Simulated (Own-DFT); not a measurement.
## Calculated data, WC (WC crystal, strained, atoms displaced)

A calculation, not a measurement: plane-wave density functional theory by an unreviewed code, no spin, of a simulated periodic cell, stress positive in tension, run twice, with PBE and with PBEsol, both on files made for PBE, so the change isn't that of files made for PBEsol, forces on such cells moved up to 12 meV/angstrom on a denser k mesh; the far tail of each file's local potential was reset to the Coulomb form; each entry is a single point on an unrelaxed cell, so the pressure reflects the starting lattice, taken from the Materials Project, from which strain is counted, and rises with the displacements; printed positions are rounded, which can move forces by about a meV/angstrom; the program, named Own-DFT, is a retired in-house code; no spin-orbit coupling; stress was not checked against mesh or cutoff. Program: Own-DFT development build.

Settings shared by all entries: functional PBE, then PBEsol; potential files PseudoDojo norm-conserving, scalar-relativistic, standard set; wave cutoff 50 hartree; occupations cold (Marzari-Vanderbilt); smearing width 0.2 eV; k mesh 4 x 4 x 4 centred on Gamma.

(1) WC (WC crystal, strained, atoms displaced)

```cif
# cell vector a (Å): 5.9816 -5.2064 -2.7961
# cell vector b (Å): 0.2003 -5.1434 8.6879
# cell vector c (Å): -5.8621 -4.9872 -2.9405
data_WC
_symmetry_space_group_name_H-M 'P 1'
_symmetry_Int_Tables_number 1
_cell_length_a 8.4086
_cell_length_b 10.0982
_cell_length_c 8.2391
_cell_angle_alpha 90.737
_cell_angle_beta 90.726
_cell_angle_gamma 87.513
_cell_volume 698.83
loop_
_atom_site_label
_atom_site_type_symbol
_atom_site_fract_x
_atom_site_fract_y
_atom_site_fract_z
_atom_site_occupancy
W1 W 0.69221 0.87322 0.93259 1
C1 C 0.68485 0.95589 0.68828 1
W2 W 0.37829 0.75147 0.87333 1
C2 C 0.37763 0.84059 0.62710 1
W3 W 0.19281 0.37321 0.93578 1
C3 C 0.18019 0.45422 0.68198 1
W4 W 0.05986 0.63279 0.81355 1
C4 C 0.05944 0.70442 0.55703 1
W5 W 0.94595 0.86348 0.69232 1
C5 C 0.93918 0.95895 0.43391 1
W6 W 0.87634 0.25080 0.86954 1
C6 C 0.87587 0.33616 0.61647 1
W7 W 0.74448 0.50654 0.75250 1
C7 C 0.75998 0.58455 0.49560 1
W8 W 0.63303 0.74427 0.63192 1
C8 C 0.62690 0.82876 0.37900 1
W9 W 0.56943 0.13139 0.81122 1
C9 C 0.56178 0.21017 0.56559 1
W10 W 0.43251 0.37557 0.67821 1
C10 C 0.42609 0.45979 0.43704 1
W11 W 0.30472 0.62094 0.56999 1
C11 C 0.30788 0.70871 0.31177 1
W12 W 0.17942 0.87762 0.43777 1
C12 C 0.18482 0.95560 0.18190 1
W13 W 0.25253 0.99548 0.75186 1
C13 C 0.24281 0.08617 0.49973 1
W14 W 0.12836 0.25329 0.62057 1
C14 C 0.13302 0.33303 0.39248 1
W15 W 0.99778 0.49745 0.49930 1
C15 C 0.99617 0.59522 0.24718 1
W16 W 0.88153 0.74605 0.37599 1
C16 C 0.88024 0.82726 0.12169 1
W17 W 0.80844 0.12222 0.56717 1
C17 C 0.80780 0.21880 0.31891 1
W18 W 0.69270 0.37634 0.43524 1
C18 C 0.69335 0.45468 0.17983 1
W19 W 0.56991 0.62486 0.30788 1
C19 C 0.56017 0.71168 0.06462 1
W20 W 0.43789 0.87643 0.18685 1
C20 C 0.44508 0.96151 0.93091 1
W21 W 0.50585 0.99352 0.50236 1
C21 C 0.50020 0.08767 0.25915 1
W22 W 0.38261 0.24680 0.38291 1
C22 C 0.37658 0.33540 0.12687 1
W23 W 0.26108 0.50092 0.25419 1
C23 C 0.24762 0.57469 0.99702 1
W24 W 0.13371 0.75659 0.12647 1
C24 C 0.12498 0.83522 0.87542 1
W25 W 0.06116 0.11367 0.31559 1
C25 C 0.06462 0.20969 0.06381 1
W26 W 0.93143 0.38505 0.17045 1
C26 C 0.94053 0.45116 0.94180 1
W27 W 0.81502 0.62378 0.05523 1
C27 C 0.80305 0.70893 0.81299 1
W28 W 0.75906 0.01234 0.25252 1
C28 C 0.75130 0.07709 0.99880 1
W29 W 0.61911 0.25146 0.12307 1
C29 C 0.62352 0.33725 0.87921 1
W30 W 0.51605 0.49558 0.99237 1
C30 C 0.49547 0.57980 0.74027 1
W31 W 0.31152 0.12071 0.05673 1
C31 C 0.32202 0.20391 0.80984 1
W32 W 0.00568 0.00460 0.99466 1
C32 C 0.00708 0.08351 0.75155 1
```

| Item | Value |
| --- | --- |
| PBE pressure | -8.89 GPa |
| PBE stress xx | 9.17 GPa |
| PBE stress yy | 6.52 GPa |
| PBE stress zz | 10.96 GPa |
| PBE stress yz | -2.18 GPa |
| PBE stress xz | 6.35 GPa |
| PBE stress xy | -8.89 GPa |
| PBEsol pressure | -16.44 GPa |
| PBEsol stress xx | 16.54 GPa |
| PBEsol stress yy | 13.95 GPa |
| PBEsol stress zz | 18.83 GPa |
| PBEsol stress yz | -2.18 GPa |
| PBEsol stress xz | 6.33 GPa |
| PBEsol stress xy | -8.8 GPa |
| rms change of force components from PBE to PBEsol | 0.024 eV/Å |

Force:
```tsv
force element	PBE force x (eV/Å)	PBE force y (eV/Å)	PBE force z (eV/Å)	PBEsol force x (eV/Å)	PBEsol force y (eV/Å)	PBEsol force z (eV/Å)
W	-1.924	-1.158	0.682	-1.886	-1.124	0.674
C	0.766	-0.598	-0.283	0.747	-0.586	-0.276
W	-0.246	0.307	-0.69	-0.229	0.302	-0.664
C	0.25	1.001	-1.207	0.234	0.974	-1.188
W	-0.733	0.116	0.296	-0.735	0.125	0.295
C	-0.152	-1.451	0.331	-0.133	-1.429	0.324
W	0.553	0.74	-3.059	0.563	0.732	-2.998
C	-0.017	-0.968	-0.468	-0.031	-0.959	-0.462
W	-0.556	0.175	4.428	-0.547	0.17	4.349
C	-0.783	0.058	-0.396	-0.755	0.052	-0.384
W	-0.251	-0.215	-0.42	-0.246	-0.215	-0.42
C	-0.871	-0.43	-0.515	-0.856	-0.423	-0.503
W	1.999	0.947	-2.364	1.962	0.925	-2.32
C	-0.874	0.684	0.112	-0.862	0.672	0.112
W	0.061	2.182	3.1	0.059	2.135	3.055
C	0.565	-0.075	0.259	0.544	-0.068	0.251
W	-0.942	1.134	-1.299	-0.921	1.122	-1.291
C	0.636	-0.008	-0.462	0.625	-0.004	-0.456
W	-0.753	-1.746	-1.326	-0.745	-1.715	-1.307
C	1.298	-1.252	-0.812	1.262	-1.227	-0.803
W	1.905	-0.128	1.633	1.883	-0.108	1.588
C	0.418	-0.937	-0.603	0.414	-0.916	-0.593
W	1.302	-1.07	-2.003	1.283	-1.044	-1.963
C	0.316	-1.109	0.123	0.306	-1.092	0.121
W	0.46	-0.238	1.852	0.446	-0.235	1.823
C	0.791	-0.449	-1.281	0.774	-0.436	-1.258
W	-1.688	0.344	-1.777	-1.654	0.33	-1.744
C	1.792	1.927	1.108	1.757	1.87	1.081
W	0.717	-0.302	0.244	0.706	-0.312	0.24
C	1.24	0.425	-2.178	1.215	0.425	-2.139
W	-0.806	0.663	2.701	-0.795	0.644	2.646
C	-0.254	-0.645	0.945	-0.244	-0.637	0.926
W	1.248	-0.72	0.156	1.235	-0.702	0.174
C	1.483	1.045	-1.3	1.447	1.049	-1.288
W	-1.139	0.051	0.712	-1.11	0.045	0.695
C	-0.752	-0.319	0.688	-0.73	-0.311	0.679
W	-1.454	0.084	0.417	-1.422	0.081	0.416
C	0.983	0.234	-0.365	0.97	0.228	-0.358
W	0.015	-0.644	-0.429	0.011	-0.614	-0.43
C	-0.628	0.044	-0.659	-0.628	0.053	-0.649
W	-0.521	0.347	1.466	-0.508	0.328	1.455
C	1.139	0.945	-0.625	1.124	0.925	-0.618
W	-0.346	1.833	1.89	-0.354	1.79	1.879
C	0.323	0.251	-0.492	0.331	0.245	-0.486
W	-0.867	2.357	1.463	-0.857	2.314	1.444
C	0.508	-1.326	0.743	0.497	-1.306	0.734
W	-0.54	2.794	-1.199	-0.536	2.761	-1.18
C	0.574	-0.461	-0.664	0.566	-0.45	-0.653
W	0.613	-1.627	3.882	0.595	-1.592	3.796
C	0.117	0.314	0.152	0.131	0.328	0.153
W	-1.513	-2.714	-5.091	-1.5	-2.663	-4.999
C	1.45	0.645	2.108	1.411	0.638	2.078
W	-1.082	-1.155	0.8	-1.065	-1.124	0.774
C	1.289	-0.986	-1.169	1.274	-0.972	-1.156
W	-0.707	2.878	-1.757	-0.693	2.818	-1.732
C	0.228	-0.894	0.887	0.225	-0.884	0.878
W	0.486	-0.823	-1.286	0.492	-0.825	-1.257
C	1.757	0.954	-0.766	1.729	0.935	-0.76
W	-4.096	0.537	2.979	-4.035	0.523	2.931
C	-0.331	-1.213	-0.165	-0.327	-1.206	-0.166
W	-0.419	-2.021	0.465	-0.4	-1.986	0.462
C	-0.537	0.239	0.767	-0.536	0.232	0.757
W	-1.474	0.641	-0.546	-1.445	0.622	-0.554
C	-0.026	0.79	0.268	-0.037	0.774	0.263
```

(2) WC (WC crystal, strained, atoms displaced)

```cif
# cell vector a (Å): 5.8153 -4.9984 -2.7858
# cell vector b (Å): 0.0638 -5.1231 8.7105
# cell vector c (Å): -5.7988 -4.9473 -2.8429
data_WC
_symmetry_space_group_name_H-M 'P 1'
_symmetry_Int_Tables_number 1
_cell_length_a 8.1586
_cell_length_b 10.1056
_cell_length_c 8.1354
_cell_angle_alpha 89.852
_cell_angle_beta 90.927
_cell_angle_gamma 88.810
_cell_volume 670.50
loop_
_atom_site_label
_atom_site_type_symbol
_atom_site_fract_x
_atom_site_fract_y
_atom_site_fract_z
_atom_site_occupancy
W1 W 0.69447 0.87154 0.94288 1
C1 C 0.69802 0.96218 0.69123 1
W2 W 0.38848 0.74887 0.87206 1
C2 C 0.38384 0.82877 0.62764 1
W3 W 0.19279 0.37584 0.93725 1
C3 C 0.19009 0.46436 0.68384 1
W4 W 0.05569 0.62896 0.82129 1
C4 C 0.06811 0.71548 0.55907 1
W5 W 0.93973 0.87678 0.68911 1
C5 C 0.93712 0.95403 0.42937 1
W6 W 0.87495 0.25099 0.88241 1
C6 C 0.87074 0.33141 0.63204 1
W7 W 0.75225 0.50009 0.74937 1
C7 C 0.75225 0.57791 0.49307 1
W8 W 0.62790 0.75578 0.62514 1
C8 C 0.63480 0.83499 0.37270 1
W9 W 0.55637 0.12089 0.81577 1
C9 C 0.54678 0.20844 0.56603 1
W10 W 0.42539 0.37528 0.68601 1
C10 C 0.42779 0.46024 0.44272 1
W11 W 0.30191 0.62511 0.55069 1
C11 C 0.32482 0.70638 0.30628 1
W12 W 0.18665 0.87089 0.43543 1
C12 C 0.18596 0.95501 0.18369 1
W13 W 0.25379 0.00447 0.74215 1
C13 C 0.24985 0.07616 0.50100 1
W14 W 0.12625 0.25811 0.63215 1
C14 C 0.12332 0.32906 0.37122 1
W15 W 0.99982 0.50377 0.49814 1
C15 C 0.99621 0.57793 0.24623 1
W16 W 0.87005 0.74383 0.37188 1
C16 C 0.87117 0.83298 0.13044 1
W17 W 0.81175 0.12391 0.56868 1
C17 C 0.81276 0.20974 0.32190 1
W18 W 0.69367 0.37190 0.43608 1
C18 C 0.68840 0.46263 0.19277 1
W19 W 0.55850 0.62403 0.31720 1
C19 C 0.55971 0.70632 0.06352 1
W20 W 0.43761 0.87226 0.18598 1
C20 C 0.43604 0.95894 0.93664 1
W21 W 0.49535 0.99942 0.50034 1
C21 C 0.49654 0.07425 0.24999 1
W22 W 0.37330 0.24381 0.37528 1
C22 C 0.37450 0.33311 0.12256 1
W23 W 0.26148 0.49645 0.25265 1
C23 C 0.25204 0.58378 0.99710 1
W24 W 0.12765 0.75624 0.12893 1
C24 C 0.12264 0.83245 0.86976 1
W25 W 0.06421 0.12089 0.31096 1
C25 C 0.05979 0.20372 0.04960 1
W26 W 0.93694 0.37450 0.18097 1
C26 C 0.93493 0.46511 0.93635 1
W27 W 0.81043 0.61999 0.07001 1
C27 C 0.81158 0.70959 0.80830 1
W28 W 0.74868 0.00235 0.24687 1
C28 C 0.75821 0.07645 0.00265 1
W29 W 0.62615 0.25465 0.12196 1
C29 C 0.61819 0.32938 0.86872 1
W30 W 0.49570 0.49505 0.00610 1
C30 C 0.49857 0.59177 0.75509 1
W31 W 0.31748 0.12796 0.06355 1
C31 C 0.30611 0.20891 0.82099 1
W32 W 0.99775 0.00420 0.99572 1
C32 C 0.00637 0.08572 0.75233 1
```

| Quantity | Value |
| --- | --- |
| PBE pressure | 4.14 GPa |
| PBE stress xx | -7.6 GPa |
| PBE stress yy | -9.66 GPa |
| PBE stress zz | 4.84 GPa |
| PBE stress yz | -8.14 GPa |
| PBE stress xz | 3.11 GPa |
| PBE stress xy | -1.93 GPa |
| PBEsol pressure | -3.9 GPa |
| PBEsol stress xx | 0.33 GPa |
| PBEsol stress yy | -1.71 GPa |
| PBEsol stress zz | 13.08 GPa |
| PBEsol stress yz | -8.12 GPa |
| PBEsol stress xz | 3.1 GPa |
| PBEsol stress xy | -1.9 GPa |
| rms change of force components from PBE to PBEsol | 0.018 eV/Å |

Force:
```tsv
force element	PBE force x (eV/Å)	PBE force y (eV/Å)	PBE force z (eV/Å)	PBEsol force x (eV/Å)	PBEsol force y (eV/Å)	PBEsol force z (eV/Å)
W	-0.233	1.234	1.51	-0.236	1.222	1.504
C	-0.902	1.129	0.159	-0.888	1.116	0.154
W	-3.124	1.429	1.601	-3.091	1.401	1.58
C	-0.135	0.622	1.473	-0.126	0.61	1.456
W	-1.547	0.669	1.257	-1.513	0.662	1.228
C	-1.417	0.474	-0.047	-1.392	0.477	-0.055
W	2.707	0.212	-0.298	2.675	0.217	-0.29
C	-1.375	1.277	-0.585	-1.353	1.264	-0.576
W	0.667	0.61	0.152	0.645	0.599	0.145
C	-0.636	-0.971	0.2	-0.624	-0.959	0.198
W	1.042	2.108	1.168	1.037	2.08	1.143
C	0.781	-0.301	0.238	0.771	-0.297	0.236
W	-1.022	1	0.709	-0.997	0.973	0.692
C	-1.048	-0.84	0.19	-1.022	-0.829	0.184
W	0.419	0.862	-1.298	0.405	0.846	-1.283
C	-1.302	0.855	0.338	-1.287	0.848	0.332
W	1.449	-1.213	0.451	1.425	-1.193	0.454
C	1.123	-0.732	-0.97	1.102	-0.714	-0.962
W	1.744	-2.227	-0.795	1.703	-2.185	-0.793
C	1.461	-0.308	-1.331	1.437	-0.293	-1.304
W	-0.43	-3.946	-1.707	-0.414	-3.888	-1.694
C	-1.746	0.808	1.046	-1.727	0.797	1.036
W	0.235	-0.775	0.815	0.236	-0.765	0.806
C	0.041	-0.664	0.449	0.032	-0.654	0.437
W	-2.187	0.071	-2.03	-2.156	0.058	-2.001
C	0.24	0.075	1.459	0.248	0.07	1.435
W	0.439	2.856	-0.685	0.437	2.804	-0.69
C	-0.133	-0.557	0.122	-0.129	-0.555	0.118
W	0.039	0.665	-1.232	0.04	0.657	-1.213
C	0.416	-1.426	-0.23	0.393	-1.398	-0.226
W	0.688	-2.008	0.605	0.689	-1.977	0.6
C	0.846	-0.045	-0.315	0.827	-0.044	-0.31
W	0.719	0.198	0.635	0.713	0.193	0.63
C	1.103	0.915	-0.117	1.089	0.903	-0.114
W	-2.258	0.223	0.939	-2.22	0.211	0.935
C	0.084	0.959	-0.819	0.087	0.944	-0.811
W	1.734	-0.599	-0.383	1.727	-0.581	-0.374
C	0.351	-0.622	-0.537	0.344	-0.615	-0.529
W	0.213	-0.507	0.332	0.208	-0.497	0.325
C	0.355	-0.275	-0.345	0.357	-0.276	-0.339
W	1.163	-0.887	-1.041	1.137	-0.877	-1.021
C	0.281	-0.947	0.943	0.27	-0.932	0.928
W	-0.039	-0.228	1.206	-0.047	-0.22	1.195
C	-0.213	-0.591	-0.746	-0.2	-0.586	-0.732
W	-1.584	2.915	2.313	-1.556	2.866	2.283
C	-0.444	-0.561	0.091	-0.434	-0.558	0.084
W	0.732	2.442	-1.17	0.726	2.405	-1.151
C	0.004	-1.324	-0.308	-0.007	-1.3	-0.303
W	-0.653	-0.222	0.889	-0.637	-0.216	0.874
C	-0.732	-2.449	-0.502	-0.72	-2.412	-0.498
W	-0.793	-1.209	-1.137	-0.798	-1.187	-1.104
C	0.065	0.129	-1.206	0.056	0.124	-1.187
W	1.098	0.335	2.223	1.088	0.32	2.188
C	-0.404	-0.518	-0.499	-0.397	-0.515	-0.491
W	-0.732	-0.763	-1.134	-0.712	-0.743	-1.138
C	-0.826	0.496	1.993	-0.812	0.488	1.964
W	-0.622	0.28	-1.867	-0.611	0.281	-1.836
C	-0.254	-1.035	0.177	-0.264	-1.027	0.172
W	2.298	-0.318	1.592	2.252	-0.312	1.575
C	1.227	1.279	-1.353	1.208	1.256	-1.333
W	-0.982	1.643	-0.714	-0.962	1.627	-0.696
C	1.479	0.215	0.09	1.459	0.214	0.094
W	0.616	-0.517	-2.538	0.6	-0.512	-2.498
C	-0.085	0.597	0.574	-0.092	0.584	0.567
```

(3) WC (WC crystal, strained, atoms displaced)

```cif
# cell vector a (Å): 5.6757 -4.9269 -2.8734
# cell vector b (Å): -0.2121 -5.1987 8.6679
# cell vector c (Å): -5.7971 -5.1546 -2.7179
data_WC
_symmetry_space_group_name_H-M 'P 1'
_symmetry_Int_Tables_number 1
_cell_length_a 8.0464
_cell_length_b 10.1096
_cell_length_c 8.2197
_cell_angle_alpha 86.918
_cell_angle_beta 89.737
_cell_angle_gamma 90.350
_cell_volume 667.65
loop_
_atom_site_label
_atom_site_type_symbol
_atom_site_fract_x
_atom_site_fract_y
_atom_site_fract_z
_atom_site_occupancy
W1 W 0.67864 0.87025 0.93543 1
C1 C 0.68739 0.96270 0.69111 1
W2 W 0.37517 0.75079 0.87932 1
C2 C 0.37742 0.83679 0.62092 1
W3 W 0.18852 0.36829 0.93248 1
C3 C 0.17158 0.46503 0.67513 1
W4 W 0.06522 0.63045 0.81509 1
C4 C 0.06236 0.70935 0.55788 1
W5 W 0.94843 0.87438 0.69627 1
C5 C 0.93092 0.96243 0.42966 1
W6 W 0.88040 0.24484 0.87719 1
C6 C 0.86845 0.33040 0.63108 1
W7 W 0.75181 0.50124 0.74380 1
C7 C 0.75214 0.58854 0.51196 1
W8 W 0.62654 0.74475 0.63319 1
C8 C 0.62171 0.82595 0.38023 1
W9 W 0.56638 0.12834 0.81489 1
C9 C 0.57096 0.21170 0.56199 1
W10 W 0.43532 0.37405 0.68056 1
C10 C 0.43175 0.45657 0.43089 1
W11 W 0.31425 0.63558 0.56440 1
C11 C 0.31176 0.70663 0.31826 1
W12 W 0.18545 0.87700 0.43248 1
C12 C 0.18768 0.95887 0.17696 1
W13 W 0.24629 0.99755 0.74035 1
C13 C 0.24951 0.08411 0.49366 1
W14 W 0.13163 0.25064 0.62582 1
C14 C 0.11541 0.32454 0.37472 1
W15 W 0.99508 0.50413 0.51237 1
C15 C 0.00839 0.59493 0.24668 1
W16 W 0.88254 0.75110 0.37336 1
C16 C 0.87800 0.83178 0.12280 1
W17 W 0.80848 0.12436 0.55903 1
C17 C 0.80474 0.20228 0.32024 1
W18 W 0.67776 0.37323 0.45112 1
C18 C 0.69401 0.46332 0.18715 1
W19 W 0.55972 0.62330 0.31243 1
C19 C 0.56644 0.71572 0.06573 1
W20 W 0.42944 0.87862 0.18791 1
C20 C 0.44561 0.94831 0.94290 1
W21 W 0.50607 0.99111 0.50691 1
C21 C 0.50192 0.09066 0.25004 1
W22 W 0.36825 0.25151 0.37794 1
C22 C 0.36219 0.33332 0.12508 1
W23 W 0.24336 0.49233 0.25171 1
C23 C 0.24023 0.58197 0.00565 1
W24 W 0.11802 0.74251 0.12132 1
C24 C 0.12602 0.83290 0.88532 1
W25 W 0.05892 0.12463 0.31322 1
C25 C 0.05896 0.21634 0.06181 1
W26 W 0.93453 0.36985 0.18624 1
C26 C 0.94261 0.45865 0.93074 1
W27 W 0.82117 0.62565 0.05438 1
C27 C 0.80583 0.70681 0.80750 1
W28 W 0.76154 0.00101 0.25531 1
C28 C 0.76217 0.08847 0.99246 1
W29 W 0.63045 0.25641 0.13131 1
C29 C 0.62581 0.33346 0.88339 1
W30 W 0.49876 0.50005 0.01462 1
C30 C 0.50076 0.58703 0.75423 1
W31 W 0.31049 0.11851 0.06785 1
C31 C 0.32260 0.20709 0.81346 1
W32 W 0.00403 0.00243 0.00433 1
C32 C 0.99455 0.08177 0.74728 1
```

| Property | Result |
| --- | --- |
| PBE pressure | 7.95 GPa |
| PBE stress xx | -15.9 GPa |
| PBE stress yy | -6.1 GPa |
| PBE stress zz | -1.86 GPa |
| PBE stress yz | -7.88 GPa |
| PBE stress xz | -8.69 GPa |
| PBE stress xy | 10.09 GPa |
| PBEsol pressure | -0.14 GPa |
| PBEsol stress xx | -7.87 GPa |
| PBEsol stress yy | 1.85 GPa |
| PBEsol stress zz | 6.45 GPa |
| PBEsol stress yz | -7.86 GPa |
| PBEsol stress xz | -8.67 GPa |
| PBEsol stress xy | 10.01 GPa |
| rms change of force components from PBE to PBEsol | 0.024 eV/Å |

Force:
```tsv
force element	PBE force x (eV/Å)	PBE force y (eV/Å)	PBE force z (eV/Å)	PBEsol force x (eV/Å)	PBEsol force y (eV/Å)	PBEsol force z (eV/Å)
W	2.418	-3.662	-0.065	2.398	-3.6	-0.072
C	0.127	0.345	-0.993	0.122	0.342	-0.977
W	0.152	0.493	-0.519	0.154	0.482	-0.507
C	-1.368	0.275	-0.769	-1.349	0.273	-0.759
W	-0.02	-1.432	1.844	-0.046	-1.414	1.813
C	0.31	-2.788	-2.517	0.301	-2.75	-2.484
W	0.476	1.64	-0.947	0.45	1.626	-0.928
C	-0.611	-1.041	-0.047	-0.598	-1.031	-0.051
W	-0.407	2.712	2.187	-0.401	2.672	2.157
C	-0.434	-1.587	-2.31	-0.415	-1.568	-2.273
W	0.205	0.044	2.907	0.195	0.035	2.867
C	0.738	-0.357	0.134	0.726	-0.355	0.14
W	-3.013	-0.906	-2.075	-2.954	-0.896	-2.03
C	0.868	1.724	0.83	0.849	1.685	0.818
W	1.393	0.14	2.555	1.358	0.146	2.525
C	0.671	-0.486	0.78	0.657	-0.482	0.769
W	-0.408	0.472	-0.85	-0.388	0.471	-0.845
C	-2.414	1.476	-0.785	-2.383	1.44	-0.772
W	-1.386	-2.086	0.137	-1.351	-2.04	0.109
C	-0.728	-0.806	0.087	-0.713	-0.795	0.077
W	-0.211	1.977	-2.358	-0.215	1.961	-2.323
C	0.504	0.688	0.723	0.496	0.669	0.718
W	-0.028	-0.529	-0.419	-0.04	-0.53	-0.432
C	-1.802	-0.414	-1.035	-1.773	-0.416	-1.021
W	-0.373	-2.69	-0.771	-0.373	-2.636	-0.769
C	-0.572	-0.277	-0.741	-0.574	-0.272	-0.728
W	-1.282	1.594	0.282	-1.262	1.574	0.28
C	-0.143	-0.984	0.857	-0.125	-0.971	0.836
W	3.01	2.797	0.525	2.958	2.748	0.528
C	-2.626	1.996	-2.555	-2.584	1.967	-2.515
W	-1.768	1.017	0.529	-1.738	0.997	0.518
C	-0.524	0.328	0.565	-0.51	0.319	0.549
W	-0.329	-1.908	-1.418	-0.336	-1.874	-1.396
C	1.279	-0.428	1.211	1.271	-0.418	1.191
W	4.469	-0.586	1.625	4.399	-0.579	1.591
C	-0.99	0.284	-0.383	-0.974	0.301	-0.375
W	0.448	-1.296	0.157	0.431	-1.269	0.157
C	-1.154	1.323	-1.388	-1.139	1.316	-1.366
W	1.124	-1.519	-2.675	1.111	-1.485	-2.64
C	-0.624	0.703	2.844	-0.62	0.699	2.796
W	1.174	0.529	3.533	1.155	0.522	3.488
C	-0.49	0.276	-1.143	-0.487	0.274	-1.124
W	1.945	0.283	-1.222	1.908	0.274	-1.189
C	0.508	-0.788	-1.051	0.497	-0.785	-1.032
W	0.217	-1.068	1.56	0.231	-1.051	1.543
C	1.192	-0.293	-0.674	1.171	-0.295	-0.66
W	1.706	-4.091	1.121	1.687	-4.03	1.116
C	0.985	0.81	1.114	0.978	0.81	1.103
W	1.059	-0.489	0.128	1.045	-0.473	0.132
C	0.026	0.241	-1.973	0.023	0.238	-1.945
W	-0.1	-1.53	1.159	-0.08	-1.491	1.127
C	-0.893	0.026	-0.182	-0.878	0.018	-0.18
W	-2.701	0.443	-0.312	-2.667	0.424	-0.303
C	0.204	-1.62	-0.625	0.202	-1.601	-0.619
W	-1.157	4.156	1.652	-1.148	4.069	1.63
C	-2.629	0.743	-1.009	-2.584	0.726	-0.991
W	-0.375	2.343	-0.583	-0.361	2.308	-0.574
C	0.518	0.436	0.565	0.515	0.433	0.55
W	2.13	1.575	1.384	2.091	1.549	1.358
C	-0.752	0.792	-0.889	-0.728	0.773	-0.869
W	2.157	-1.3	2.445	2.113	-1.28	2.416
C	-0.903	1.081	0.274	-0.886	1.067	0.281
W	0.622	1.991	-0.05	0.613	1.969	-0.048
C	0.578	-0.797	-0.382	0.574	-0.79	-0.382
```
